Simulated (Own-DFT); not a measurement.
# What random displacements cost in a stack of InAs and GaAs layers, 64 atoms (As32Ga24In8)

All numbers below are calculated, not measured. They come from Own-DFT, an in-house plane-wave density functional program, since retired, whose code no person has reviewed. Each row is one single-point run on a periodic cell that was not relaxed, without spin or spin-orbit coupling.

Settings of every run: PBE; PseudoDojo norm-conserving scalar-relativistic files; cutoff 42 hartree; 3 x 3 x 3 k mesh centred on Gamma; Fermi-Dirac smearing of 0.1 eV.

Known limits: forces on such cells passed a denser k mesh, each cell not checked; stress not checked against mesh or cutoff.

Cell vectors in Å: (11.307, 0.000, 0.000); (0.000, 11.307, 0.000); (0.000, 0.000, 11.307). In each run every atom was moved at random and independently from its ideal site; u is the rms move along one axis. E is the free energy for each atom above the fitted value at u = 0, and F the rms of the force components.

| run | u (Å) | E (meV/atom) | F (eV/Å) | largest force (eV/Å) | P (GPa) |
|---|---|---|---|---|---|
| 1 | 0.0291 | 17.0 | 0.709 | 3.00 | 8.94 |
| 2 | 0.0293 | 15.6 | 0.640 | 2.40 | 8.92 |
| 3 | 0.0597 | 73.8 | 1.125 | 4.95 | 9.78 |
| 4 | 0.0614 | ? | ? | ? | ? |
| 5 | 0.0686 | 90.6 | 1.258 | 4.70 | 9.89 |
| 6 | 0.0902 | 149.7 | 1.549 | 5.60 | 10.86 |
| 7 | 0.1136 | 224.9 | 1.983 | 8.33 | 11.62 |

## Worked fit

For small independent moves the energy grows as E = (3/2) K u², with K the mean stiffness felt by one atom. The runs with u up to 0.11 Å give K = 12.9 ± 0.5 eV/Å², with residuals divided by u² + 0.0006 Å², since the noise grows with the moves. The scatter is 3.1 meV/atom at u = 0.05 Å. The forces follow F² = F0² + G² u², fitted to F/u, with G = 16.8 eV/Å² and F0 = 0.47 eV/Å. F0 is the force that atoms already bear on their ideal sites. G exceeds K because the moves of its neighbours add to the force on an atom, and stiffness differs between atoms. The pressure follows P = 8.72 + 264 u² GPa: at fixed volume, shortened bonds push harder than stretched ones pull.

## Withheld run

Question: what energy and rms force should run 4 give?

The fit gives 73 ± 5 meV/atom and about 1.13 eV/Å. The calculation gave 62.3 meV/atom and 1.106 eV/Å.
